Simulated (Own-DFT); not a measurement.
SiC (4H silicon carbide, atoms displaced) (calculated)

All values are calculated (Own-DFT development build). A calculation, not a measurement: plane-wave PBE density functional theory by an unreviewed code, no spin, of a simulated periodic cell, stress positive in tension, free energy of the whole cell less one offset for each atom, forces on such cells passed a denser k mesh, this cell's mesh not checked; offsets are fitted by least squares, one for each functional and potential file, so energies compare only between cells with the same atoms and settings and are not formation energies; the far tail of each file's local potential was reset to the Coulomb form; each entry is a single point on an unrelaxed cell, so the pressure reflects the starting lattice, mostly measured values (interpolated for alloys), from which strain is counted, and rises with the displacements; printed positions are rounded, which can move forces by about a meV/angstrom; the program, named Own-DFT, is a retired in-house code; no spin-orbit coupling.

Settings shared by all entries: functional PBE; potential files PseudoDojo norm-conserving, scalar-relativistic, standard set; wave cutoff 42 hartree; occupations Fermi-Dirac; smearing width 0.1 eV; hardware one NVIDIA H100; k mesh 4 x 4 x 3 centred on Gamma.

```json
{"entry": 1, "formula": "SiC", "kind": "4H silicon carbide, atoms displaced", "structure": {"cell_angstrom": [[9.2481, 0.0, 0.0], [-4.6241, 8.0091, 0.0], [0.0, 0.0, 10.0681]], "atoms_fractional": [["Si", 0.01432, 0.99774, 0.41235], ["Si", 0.11266, 0.21885, 0.15647], ["C", 0.0052, 0.99645, 0.09241], ["C", 0.11253, 0.23026, 0.33407], ["Si", 0.00636, 0.33795, 0.40139], ["Si", 0.1102, 0.55735, 0.15766], ["C", 0.9965, 0.33843, 0.08379], ["C", 0.09976, 0.55213, 0.32799], ["Si", 0.99765, 0.65314, 0.41188], ["Si", 0.1044, 0.88659, 0.14588], ["C", 0.02379, 0.68852, 0.10854], ["C", 0.10634, 0.88939, 0.35247], ["Si", 0.3291, 0.99647, 0.40393], ["Si", 0.439, 0.22784, 0.132], ["C", 0.32488, 0.9776, 0.09215], ["C", 0.43965, 0.20944, 0.33539], ["Si", 0.34234, 0.33995, 0.42217], ["Si", 0.43657, 0.55581, 0.15329], ["C", 0.32605, 0.34633, 0.09636], ["C", 0.43003, 0.53455, 0.3378], ["Si", 0.31206, 0.64814, 0.41136], ["Si", 0.43991, 0.88115, 0.14788], ["C", 0.30756, 0.65036, 0.11466], ["C", 0.45254, 0.89388, 0.3319], ["Si", 0.66743, 0.98203, 0.41455], ["Si", 0.7686, 0.21823, 0.16074], ["C", 0.67313, 0.97932, 0.10147], ["C", 0.76633, 0.21663, 0.3368], ["Si", 0.68155, 0.3294, 0.40305], ["Si", 0.7961, 0.56991, 0.15539], ["C", 0.66909, 0.3407, 0.10361], ["C", 0.78282, 0.57591, 0.35152], ["Si", 0.67744, 0.65899, 0.42268], ["Si", 0.76681, 0.88954, 0.14951], ["C", 0.66299, 0.65743, 0.09756], ["C", 0.77694, 0.87859, 0.32496], ["Si", 0.00968, 0.99801, 0.91643], ["Si", 0.88225, 0.77664, 0.65151], ["C", 0.0027, 0.00327, 0.59409], ["C", 0.90197, 0.7887, 0.8377], ["Si", 0.98659, 0.65083, 0.91235], ["Si", 0.89541, 0.43679, 0.6691], ["C", 0.00373, 0.65368, 0.58687], ["C", 0.90454, 0.45147, 0.83944], ["Si", 0.98556, 0.34547, 0.90194], ["Si", 0.90377, 0.1187, 0.64635], ["C", 0.0019, 0.33652, 0.60735], ["C", 0.9134, 0.12597, 0.85122], ["Si", 0.66732, 0.00478, 0.89713], ["Si", 0.56414, 0.78431, 0.66575], ["C", 0.68444, 0.01743, 0.57596], ["C", 0.53727, 0.77663, 0.85053], ["Si", 0.67765, 0.67767, 0.89324], ["Si", 0.55201, 0.44413, 0.65902], ["C", 0.66136, 0.64895, 0.58556], ["C", 0.56382, 0.43152, 0.81788], ["Si", 0.68655, 0.34789, 0.89731], ["Si", 0.54554, 0.12101, 0.65461], ["C", 0.66344, 0.33946, 0.59107], ["C", 0.55546, 0.10517, 0.84664], ["Si", 0.32631, 0.99898, 0.92525], ["Si", 0.23806, 0.77795, 0.65503], ["C", 0.33052, 0.01104, 0.59614], ["C", 0.19366, 0.75671, 0.8498], ["Si", 0.31903, 0.6526, 0.90891], ["Si", 0.22534, 0.45072, 0.65023], ["C", 0.31172, 0.6556, 0.5835], ["C", 0.21074, 0.452, 0.84109], ["Si", 0.33466, 0.32845, 0.90017], ["Si", 0.23062, 0.12425, 0.64772], ["C", 0.32728, 0.32994, 0.58934], ["C", 0.21378, 0.1069, 0.84295]]}, "results": {"free_energy_of_cell_above_offsets [eV]": "10.936", "pressure [GPa]": 10.92, "stress_xx [GPa]": -9.52, "stress_yy [GPa]": -8.38, "stress_zz [GPa]": -14.85, "stress_yz [GPa]": 0.13, "stress_xz [GPa]": 0.25, "stress_xy [GPa]": 3.66, "force_element": ["Si", "Si", "C", "C", "Si", "Si", "C", "C", "Si", "Si", "C", "C", "Si", "Si", "C", "C", "Si", "Si", "C", "C", "Si", "Si", "C", "C", "Si", "Si", "C", "C", "Si", "Si", "C", "C", "Si", "Si", "C", "C", "Si", "Si", "C", "C", "Si", "Si", "C", "C", "Si", "Si", "C", "C", "Si", "Si", "C", "C", "Si", "Si", "C", "C", "Si", "Si", "C", "C", "Si", "Si", "C", "C", "Si", "Si", "C", "C", "Si", "Si", "C", "C"], "force_x [eV/angstrom]": [-4.297, -1.908, -1.802, 0.997, -1.664, -3.35, -0.674, 0.518, -1.256, 1.099, -2.297, 3.083, 1.274, 0.425, -1.034, -0.198, 0.321, 1.101, 2.176, 0.378, 2.212, 1.896, 6.18, -1.027, -0.851, 1.669, -10.83, 3.996, -4.746, -1.941, 0.456, 4.513, -4.984, 9.401, -0.185, 0.411, -2.137, 2.891, 0.711, -1.276, -0.134, -2.709, -0.64, -5.827, 7.671, -1.324, 1.38, -2.755, 2.763, -0.933, -1.138, 2.509, -1.004, 0.402, -1.515, -1.494, -1.61, 2.387, 1.694, -1.697, 0.47, -5.187, 1.908, 3.727, -1.635, -0.631, 3.846, 2.766, -1.684, -1.425, 0.009, 2.558], "force_y [eV/angstrom]": [1.461, 0.639, 0.767, -1.423, -1.343, -3.29, -0.73, -0.535, 2.207, 4.259, -7.11, -2.081, 0.129, -0.488, 3.54, 2.269, -2.392, 0.599, -2.651, 3.171, 2.069, -0.832, 3.92, -1.77, 0.354, -0.401, 6.624, -0.841, 1.401, -0.73, 0.212, -4.612, 2.337, -5.464, 1.27, 0.526, 1.318, -0.362, -0.614, -1.98, 3.75, 1.916, 1.208, 0.79, -4.197, -0.686, -0.356, -2.214, -0.363, -0.319, -1.225, 0.081, -1.506, -1.003, 3.099, 1.595, -2.845, -0.263, -0.636, 1.774, -1.128, 0.775, -2.253, 3.041, 1.923, -1.35, 1.607, -2.293, 1.155, -3.249, 2.574, 1.174], "force_z [eV/angstrom]": [-2.396, -1.294, 0.692, 3.46, -0.158, -0.999, 1.816, 5.054, -1.948, 5.07, -4.062, -1.979, -0.961, 4.38, 1.969, 0.755, -7.628, 1.904, -3.353, 2.354, -5.343, 2.336, -5.043, 3.095, -8.182, -1.866, -5.601, 2.004, 0.235, 2.235, -3.185, -2.535, -7.616, 2.591, -2.735, 5.738, -2.366, -0.31, -0.281, 0.696, 0.544, -5.134, 3.275, 0.719, 2.807, 2.66, -3.58, -1.906, 2.252, -2.758, 7.83, -1.131, 2.191, -7.058, 6.751, 9.132, 1.672, -0.123, 0.537, -0.343, -6.604, 1.638, -0.851, -0.942, 1.609, 2.307, 2.117, -1.053, 0.351, 2.822, 3.792, -0.066], "wall_time [s]": 392.3}}
{"entry": 2, "formula": "SiC", "kind": "4H silicon carbide, atoms displaced", "structure": {"cell_angstrom": [[9.2481, 0.0, 0.0], [-4.6241, 8.0091, 0.0], [0.0, 0.0, 10.0681]], "atoms_fractional": [["Si", 0.00536, 0.98336, 0.39699], ["Si", 0.11354, 0.21825, 0.16108], ["C", 0.98772, 0.01266, 0.09477], ["C", 0.10696, 0.23171, 0.34001], ["Si", 0.00632, 0.32404, 0.40421], ["Si", 0.10088, 0.55703, 0.1787], ["C", 0.98159, 0.32557, 0.08664], ["C", 0.11915, 0.56822, 0.34257], ["Si", 0.99818, 0.66868, 0.40953], ["Si", 0.10558, 0.89065, 0.16133], ["C", 0.00012, 0.67179, 0.08999], ["C", 0.12996, 0.90356, 0.34573], ["Si", 0.35601, 0.01925, 0.40912], ["Si", 0.43232, 0.22492, 0.14311], ["C", 0.33222, 0.99232, 0.09171], ["C", 0.43203, 0.20901, 0.3465], ["Si", 0.31638, 0.32329, 0.39922], ["Si", 0.44319, 0.55352, 0.159], ["C", 0.33459, 0.34065, 0.10909], ["C", 0.4369, 0.5569, 0.33394], ["Si", 0.33914, 0.67116, 0.4168], ["Si", 0.43876, 0.88317, 0.1572], ["C", 0.32176, 0.65804, 0.08985], ["C", 0.43685, 0.87638, 0.33716], ["Si", 0.67493, 0.98439, 0.41959], ["Si", 0.77531, 0.22276, 0.16752], ["C", 0.65876, 0.99749, 0.11406], ["C", 0.78422, 0.25476, 0.34464], ["Si", 0.67723, 0.32467, 0.40817], ["Si", 0.7856, 0.55829, 0.15175], ["C", 0.6669, 0.33621, 0.09717], ["C", 0.78655, 0.57115, 0.34726], ["Si", 0.67972, 0.67036, 0.40915], ["Si", 0.77801, 0.87936, 0.15552], ["C", 0.67557, 0.68078, 0.10421], ["C", 0.78725, 0.87688, 0.33942], ["Si", 0.99905, 0.99461, 0.91891], ["Si", 0.89843, 0.79618, 0.65411], ["C", 0.02913, 0.99725, 0.60505], ["C", 0.88928, 0.77753, 0.86092], ["Si", 0.01083, 0.66312, 0.88869], ["Si", 0.90538, 0.4643, 0.66148], ["C", 0.99569, 0.67175, 0.59335], ["C", 0.89032, 0.45257, 0.85248], ["Si", 0.00849, 0.33541, 0.91485], ["Si", 0.89919, 0.11561, 0.65978], ["C", 0.00719, 0.34224, 0.59694], ["C", 0.88102, 0.12917, 0.82123], ["Si", 0.65108, 0.9774, 0.88859], ["Si", 0.55483, 0.76941, 0.66166], ["C", 0.67646, 0.01177, 0.58802], ["C", 0.53531, 0.7582, 0.83299], ["Si", 0.67297, 0.67005, 0.89755], ["Si", 0.55765, 0.45124, 0.66061], ["C", 0.66905, 0.68272, 0.59443], ["C", 0.56497, 0.45157, 0.83566], ["Si", 0.65487, 0.32, 0.9101], ["Si", 0.55151, 0.11523, 0.6523], ["C", 0.66752, 0.33964, 0.60364], ["C", 0.57208, 0.13088, 0.83959], ["Si", 0.35145, 0.01774, 0.88615], ["Si", 0.22318, 0.77447, 0.64904], ["C", 0.34054, 0.00395, 0.59745], ["C", 0.23607, 0.7936, 0.84609], ["Si", 0.33395, 0.66923, 0.91338], ["Si", 0.21777, 0.43198, 0.64079], ["C", 0.33254, 0.69053, 0.58901], ["C", 0.2214, 0.44031, 0.84868], ["Si", 0.31546, 0.3312, 0.90093], ["Si", 0.23964, 0.10664, 0.65547], ["C", 0.33703, 0.34657, 0.59118], ["C", 0.21884, 0.08929, 0.85237]]}, "results": {"free_energy_of_cell_above_offsets [eV]": "7.973", "pressure [GPa]": 10.41, "stress_xx [GPa]": -10.26, "stress_yy [GPa]": -8.92, "stress_zz [GPa]": -12.06, "stress_yz [GPa]": -2.07, "stress_xz [GPa]": 3.19, "stress_xy [GPa]": 2.03, "force_element": ["Si", "Si", "C", "C", "Si", "Si", "C", "C", "Si", "Si", "C", "C", "Si", "Si", "C", "C", "Si", "Si", "C", "C", "Si", "Si", "C", "C", "Si", "Si", "C", "C", "Si", "Si", "C", "C", "Si", "Si", "C", "C", "Si", "Si", "C", "C", "Si", "Si", "C", "C", "Si", "Si", "C", "C", "Si", "Si", "C", "C", "Si", "Si", "C", "C", "Si", "Si", "C", "C", "Si", "Si", "C", "C", "Si", "Si", "C", "C", "Si", "Si", "C", "C"], "force_x [eV/angstrom]": [-1.742, -2.713, 2.88, 2.527, -5.304, 0.574, 2.118, 0.092, 1.232, 1.592, 0.806, 0.953, -0.065, 3.854, -1.442, 0.507, 3.189, -0.467, -1.384, 1.373, -0.528, -0.254, 0.712, 1.159, -1.773, -0.727, 1.502, 9.341, -9.537, -1.258, -1.102, 0.954, -2.911, -2.743, -0.528, -0.893, -0.437, -0.379, -4.086, 0.906, -1.311, -1.433, 0.978, 1.048, -2.724, 0.682, -0.983, 1.091, 0.647, -2.779, 0.168, 2.054, -1.11, 0.333, 2.314, -1.475, 1.272, 3.082, 0.916, -0.081, 1.611, -3.371, 1.162, 0.423, -1.67, -1.092, 5.275, -1.984, 4.56, -2.51, 2.579, -3.666], "force_y [eV/angstrom]": [2.724, 2.176, -1.329, -4.386, 4.031, -0.164, 0.837, -1.377, 0.787, -0.092, -0.076, -2.161, -6.037, -2.33, 1.869, 6.061, 2.427, 2.859, -1.251, -0.497, -0.429, -0.43, 0.371, 2.499, 0.473, -0.575, -0.488, -5.881, 5.171, 0.559, -0.72, -2.987, -1.539, 4.241, -5.651, 2.301, 0.721, -3.506, 2.737, 0.798, 2.861, -3.347, 0.955, -2.247, -0.047, -0.038, -1.393, -2.275, 3.863, 2.338, -1.084, 1.319, -1.213, 0.277, -1.628, -1.554, 6.25, 1.513, 0.236, -5.772, -3.045, 2.607, -1.41, -2.008, -1.485, 3.64, -4.29, 1.78, -1.169, 2.77, -2.586, 4.449], "force_z [eV/angstrom]": [2.559, -1.434, 0.912, -0.081, 1.752, -8.048, 4.233, 5.857, -0.914, -1.98, 0.521, -0.164, 0.117, 2.617, -1.064, -2.114, 0.783, -1.351, -3.619, 4.336, -3.994, -0.638, 2.053, 3.017, -5.09, -2.391, -2.577, -1.941, 3.873, 0.755, -0.446, -0.913, -0.399, 1.202, -3.59, 1.493, -2.691, 2.42, -3.4, -3.165, 4.201, 0.594, 0.307, -1.714, -2.799, -5.244, -2.0, 7.983, 2.377, -3.355, 3.729, 2.728, 2.64, -2.529, -0.287, 3.194, 1.079, 0.511, -1.955, -1.771, 4.761, 2.887, -1.544, -2.225, -1.09, 3.608, 0.939, -2.142, 1.551, 1.77, -0.841, -1.86], "wall_time [s]": 354.2}}
{"entry": 3, "formula": "SiC", "kind": "4H silicon carbide, atoms displaced", "structure": {"cell_angstrom": [[9.2481, 0.0, 0.0], [-4.6241, 8.0091, 0.0], [0.0, 0.0, 10.0681]], "atoms_fractional": [["Si", 0.98145, 0.00075, 0.39287], ["Si", 0.11762, 0.21319, 0.14511], ["C", 0.00087, 0.00489, 0.10129], ["C", 0.11164, 0.21798, 0.36769], ["Si", 0.01161, 0.3388, 0.4024], ["Si", 0.12153, 0.55478, 0.15169], ["C", 0.9771, 0.32678, 0.09234], ["C", 0.09342, 0.54064, 0.33595], ["Si", 0.01106, 0.67678, 0.42924], ["Si", 0.11092, 0.8814, 0.15198], ["C", 0.01018, 0.66923, 0.09675], ["C", 0.11929, 0.8984, 0.35592], ["Si", 0.354, 0.01572, 0.38189], ["Si", 0.45189, 0.2298, 0.15253], ["C", 0.33379, 0.98017, 0.08646], ["C", 0.45507, 0.2236, 0.3453], ["Si", 0.32829, 0.33237, 0.4083], ["Si", 0.43783, 0.53871, 0.17222], ["C", 0.31784, 0.31651, 0.07566], ["C", 0.43663, 0.53741, 0.35687], ["Si", 0.34752, 0.69538, 0.40299], ["Si", 0.44202, 0.90236, 0.16033], ["C", 0.30229, 0.66019, 0.08921], ["C", 0.44017, 0.88471, 0.33924], ["Si", 0.65292, 0.01717, 0.4213], ["Si", 0.77681, 0.2383, 0.14524], ["C", 0.6626, 0.99502, 0.06954], ["C", 0.78229, 0.22291, 0.33761], ["Si", 0.67487, 0.34929, 0.41793], ["Si", 0.77151, 0.53266, 0.16103], ["C", 0.65571, 0.32271, 0.08652], ["C", 0.76045, 0.56087, 0.34223], ["Si", 0.66626, 0.65342, 0.41862], ["Si", 0.74395, 0.87117, 0.14992], ["C", 0.67701, 0.67135, 0.10159], ["C", 0.78206, 0.86743, 0.33075], ["Si", 0.00722, 0.98931, 0.91618], ["Si", 0.90004, 0.77499, 0.65355], ["C", 0.01522, 0.01527, 0.59224], ["C", 0.88882, 0.79319, 0.85255], ["Si", 0.99898, 0.67282, 0.91713], ["Si", 0.90555, 0.45832, 0.65154], ["C", 0.99104, 0.66014, 0.58558], ["C", 0.88811, 0.438, 0.86491], ["Si", 0.99238, 0.33532, 0.89926], ["Si", 0.88032, 0.118, 0.66311], ["C", 0.99795, 0.33846, 0.56613], ["C", 0.88808, 0.11177, 0.82976], ["Si", 0.64319, 0.99943, 0.89615], ["Si", 0.55506, 0.79033, 0.68862], ["C", 0.67046, 0.01194, 0.59691], ["C", 0.55107, 0.75776, 0.85072], ["Si", 0.67333, 0.65426, 0.9184], ["Si", 0.54888, 0.44144, 0.66593], ["C", 0.66385, 0.65153, 0.59966], ["C", 0.5393, 0.42524, 0.82684], ["Si", 0.67253, 0.33893, 0.90156], ["Si", 0.55224, 0.11758, 0.65204], ["C", 0.65837, 0.31503, 0.60492], ["C", 0.54522, 0.10818, 0.8415], ["Si", 0.33754, 0.00667, 0.90346], ["Si", 0.22623, 0.78787, 0.66437], ["C", 0.34512, 0.99231, 0.59355], ["C", 0.22308, 0.77819, 0.84003], ["Si", 0.34861, 0.66521, 0.91448], ["Si", 0.22619, 0.45291, 0.65401], ["C", 0.31891, 0.65403, 0.60555], ["C", 0.21251, 0.44511, 0.85202], ["Si", 0.33409, 0.35191, 0.90399], ["Si", 0.21202, 0.09537, 0.65907], ["C", 0.34852, 0.33694, 0.59373], ["C", 0.20433, 0.0946, 0.85239]]}, "results": {"free_energy_of_cell_above_offsets [eV]": "14.700", "pressure [GPa]": 12.67, "stress_xx [GPa]": -9.33, "stress_yy [GPa]": -12.92, "stress_zz [GPa]": -15.75, "stress_yz [GPa]": 3.67, "stress_xz [GPa]": 1.1, "stress_xy [GPa]": -1.38, "force_element": ["Si", "Si", "C", "C", "Si", "Si", "C", "C", "Si", "Si", "C", "C", "Si", "Si", "C", "C", "Si", "Si", "C", "C", "Si", "Si", "C", "C", "Si", "Si", "C", "C", "Si", "Si", "C", "C", "Si", "Si", "C", "C", "Si", "Si", "C", "C", "Si", "Si", "C", "C", "Si", "Si", "C", "C", "Si", "Si", "C", "C", "Si", "Si", "C", "C", "Si", "Si", "C", "C", "Si", "Si", "C", "C", "Si", "Si", "C", "C", "Si", "Si", "C", "C"], "force_x [eV/angstrom]": [3.911, -4.404, -0.137, -0.032, -1.251, -7.569, 5.563, 1.192, 0.152, -0.782, -1.925, 0.168, -3.61, -2.05, -4.353, -0.937, 1.474, -0.696, 3.21, -0.785, -0.528, 4.466, 9.712, 1.307, 3.09, 0.687, -1.603, -1.463, 0.808, -0.025, -0.526, 5.695, -3.764, 2.824, -0.716, -4.403, -4.181, -3.785, -4.042, 1.399, 1.221, -1.024, 1.215, -2.394, 2.799, 3.099, 0.139, -0.935, 4.482, 0.522, -0.812, 1.334, -1.325, 1.91, 0.095, 1.465, -2.047, 0.746, 0.364, 0.067, -1.675, 1.091, -2.651, -0.071, -4.754, 0.424, 0.765, 0.733, 0.132, 2.644, -2.973, 3.319], "force_y [eV/angstrom]": [-0.697, 1.371, -3.634, 0.918, -1.613, -4.654, 1.921, 4.439, 0.076, 1.367, -2.13, -0.527, -3.452, -2.707, 4.267, 3.404, -2.819, 1.117, 2.663, 4.586, -9.162, -3.494, 4.471, 5.021, -1.004, -5.067, 0.473, 0.709, -1.689, 4.178, 2.234, -2.703, 2.751, 4.693, -5.885, 0.158, 3.113, 2.152, -3.462, -5.596, -0.152, -4.336, 1.461, 4.215, -3.119, 0.66, 0.152, -0.098, -0.46, -1.9, -2.129, 1.698, 0.733, -0.033, 2.998, 1.918, -2.289, -3.899, 7.423, 2.162, -2.008, -2.059, 0.937, 0.033, -0.759, -4.823, 6.49, 0.774, -3.825, 2.829, -1.762, 3.384], "force_z [eV/angstrom]": [2.848, 2.949, -1.302, -4.586, -4.283, 3.141, -1.579, 0.829, -11.77, 2.445, 0.409, -1.931, 4.455, 0.451, 0.035, -1.789, 2.238, -1.954, 3.692, -1.624, 3.226, -2.062, -0.634, -0.987, -3.209, 2.72, 4.464, 0.513, -1.063, 0.172, -0.862, 0.257, -0.365, 1.482, -1.62, 1.508, 1.013, 1.027, -1.194, -1.858, -1.377, 1.15, 8.365, -4.337, 2.555, -5.024, 9.2, 5.42, -0.249, -8.554, 1.731, 3.987, -1.72, -6.614, 1.121, 9.139, -0.619, 2.505, -2.049, -0.981, 0.161, -1.856, -1.655, 2.487, -0.713, 0.453, -2.254, -1.936, -2.289, 0.253, 0.579, -2.081], "wall_time [s]": 383.2}}
{"entry": 4, "formula": "SiC", "kind": "4H silicon carbide, atoms displaced", "structure": {"cell_angstrom": [[9.2481, 0.0, 0.0], [-4.6241, 8.0091, 0.0], [0.0, 0.0, 10.0681]], "atoms_fractional": [["Si", 0.99864, 0.99371, 0.4166], ["Si", 0.1261, 0.25199, 0.15078], ["C", 0.01997, 0.03479, 0.07558], ["C", 0.11226, 0.23392, 0.33921], ["Si", 0.97581, 0.31931, 0.40173], ["Si", 0.08937, 0.53238, 0.16179], ["C", 0.998, 0.32996, 0.07793], ["C", 0.10711, 0.56281, 0.34504], ["Si", 0.01768, 0.66668, 0.40492], ["Si", 0.09148, 0.86638, 0.15612], ["C", 0.00469, 0.6825, 0.08302], ["C", 0.1023, 0.8937, 0.33767], ["Si", 0.32451, 0.99908, 0.40535], ["Si", 0.43906, 0.21162, 0.16433], ["C", 0.32114, 0.9992, 0.08885], ["C", 0.44224, 0.22598, 0.34336], ["Si", 0.33022, 0.32639, 0.40591], ["Si", 0.43921, 0.5516, 0.16249], ["C", 0.31523, 0.32086, 0.08723], ["C", 0.43748, 0.54966, 0.33377], ["Si", 0.34152, 0.6662, 0.37928], ["Si", 0.45007, 0.87835, 0.15341], ["C", 0.33291, 0.67681, 0.0968], ["C", 0.43883, 0.86974, 0.34056], ["Si", 0.68617, 0.00238, 0.3934], ["Si", 0.79431, 0.23907, 0.15272], ["C", 0.67568, 0.99094, 0.09865], ["C", 0.77301, 0.21989, 0.33029], ["Si", 0.65041, 0.31604, 0.4117], ["Si", 0.77587, 0.56888, 0.17906], ["C", 0.68833, 0.34346, 0.08731], ["C", 0.78663, 0.55032, 0.33223], ["Si", 0.65406, 0.64187, 0.37067], ["Si", 0.78759, 0.89492, 0.13646], ["C", 0.6615, 0.66022, 0.09733], ["C", 0.79613, 0.89998, 0.33867], ["Si", 0.99603, 0.0033, 0.91835], ["Si", 0.89292, 0.76583, 0.65747], ["C", 0.01545, 0.99777, 0.58592], ["C", 0.90119, 0.78989, 0.82276], ["Si", 0.99443, 0.65665, 0.89182], ["Si", 0.89383, 0.4369, 0.66884], ["C", 0.02476, 0.65845, 0.5984], ["C", 0.87801, 0.45361, 0.84275], ["Si", 0.9741, 0.31344, 0.90888], ["Si", 0.90905, 0.10356, 0.65027], ["C", 0.01433, 0.34596, 0.60136], ["C", 0.88061, 0.10955, 0.83655], ["Si", 0.65575, 0.01648, 0.90086], ["Si", 0.56293, 0.7987, 0.65509], ["C", 0.67393, 0.99265, 0.59269], ["C", 0.55593, 0.75457, 0.83555], ["Si", 0.68791, 0.68289, 0.90947], ["Si", 0.532, 0.44367, 0.65529], ["C", 0.6419, 0.66717, 0.58016], ["C", 0.58043, 0.45501, 0.83248], ["Si", 0.67393, 0.33122, 0.93035], ["Si", 0.56189, 0.10684, 0.65929], ["C", 0.667, 0.33953, 0.59669], ["C", 0.54571, 0.11187, 0.82026], ["Si", 0.33753, 0.99187, 0.89365], ["Si", 0.23143, 0.79712, 0.64157], ["C", 0.34124, 0.00958, 0.59254], ["C", 0.21364, 0.77501, 0.84766], ["Si", 0.34988, 0.67853, 0.90291], ["Si", 0.21524, 0.43906, 0.65044], ["C", 0.3267, 0.68149, 0.59606], ["C", 0.20418, 0.45262, 0.84315], ["Si", 0.33582, 0.32985, 0.90372], ["Si", 0.21503, 0.10456, 0.647], ["C", 0.33379, 0.33257, 0.59304], ["C", 0.22757, 0.12549, 0.82535]]}, "results": {"free_energy_of_cell_above_offsets [eV]": "14.344", "pressure [GPa]": 11.13, "stress_xx [GPa]": -8.53, "stress_yy [GPa]": -7.43, "stress_zz [GPa]": -17.43, "stress_yz [GPa]": -3.01, "stress_xz [GPa]": -0.12, "stress_xy [GPa]": -1.03, "force_element": ["Si", "Si", "C", "C", "Si", "Si", "C", "C", "Si", "Si", "C", "C", "Si", "Si", "C", "C", "Si", "Si", "C", "C", "Si", "Si", "C", "C", "Si", "Si", "C", "C", "Si", "Si", "C", "C", "Si", "Si", "C", "C", "Si", "Si", "C", "C", "Si", "Si", "C", "C", "Si", "Si", "C", "C", "Si", "Si", "C", "C", "Si", "Si", "C", "C", "Si", "Si", "C", "C", "Si", "Si", "C", "C", "Si", "Si", "C", "C", "Si", "Si", "C", "C"], "force_x [eV/angstrom]": [-0.412, -2.494, -0.317, -0.229, 3.213, 0.354, -0.246, 4.011, -5.033, 1.104, -0.851, 2.078, 1.803, -0.547, 2.487, 0.293, -1.763, -1.069, 5.928, 0.95, -2.459, -1.968, 0.693, 0.06, -2.952, -0.97, -4.438, -1.253, 1.958, 2.111, -2.274, 0.326, 0.484, 2.689, 0.269, -0.536, 1.458, -1.345, -2.215, -0.314, -0.159, -1.504, -5.313, 1.651, 1.987, -3.29, -3.406, 0.062, 2.972, -0.574, 0.457, -1.084, -0.028, 5.029, 3.272, -2.04, -2.937, 0.27, 0.626, 0.896, -3.845, 1.208, -0.309, 2.319, -2.816, 2.68, 3.916, 2.219, -0.8, 3.088, -3.101, -0.03], "force_y [eV/angstrom]": [1.286, -4.73, -3.242, -1.066, 3.121, 5.082, 1.041, -4.295, 2.004, 7.557, -6.706, -1.345, -0.925, 0.347, -0.226, -1.478, 1.469, -0.16, 3.72, -2.097, -2.264, 3.564, -4.644, 6.471, -1.965, -3.618, 3.385, -0.269, 2.228, -0.582, -0.307, -1.586, 4.617, -0.132, 1.114, -2.705, 0.377, -0.728, -2.122, 0.119, 4.208, 0.784, -0.263, -4.604, 4.106, 1.473, -5.167, -1.399, -3.043, -6.507, 5.689, 3.767, -2.962, 2.714, -1.018, -0.878, 1.207, 1.777, -0.95, 0.444, 1.214, -1.708, 0.625, 0.784, -2.637, 4.467, -1.711, -1.422, 2.128, 2.803, -1.858, -2.368], "force_z [eV/angstrom]": [-4.688, 1.762, 8.044, 0.571, 2.282, -2.326, 4.22, -2.487, 2.493, -0.366, -0.447, 1.3, -0.745, -3.328, 0.399, 0.441, 0.546, -5.442, 0.143, 1.454, 5.535, 0.772, -1.168, -0.989, 1.533, -0.567, -2.566, 2.04, 0.281, -12.69, 8.862, 9.815, 5.804, 2.857, -0.006, -1.88, -9.685, -5.577, 1.681, 7.127, 2.355, -2.806, -1.722, 1.565, -4.749, 0.96, -3.327, 0.546, 0.224, -0.364, -2.307, 1.034, -2.076, 0.182, -0.558, 3.892, -11.6, -7.145, -0.782, 8.747, 1.509, 3.573, -1.662, -1.952, 0.154, 2.466, -1.996, 0.314, -1.698, 1.822, -2.101, 2.496], "wall_time [s]": 350.7}}
```
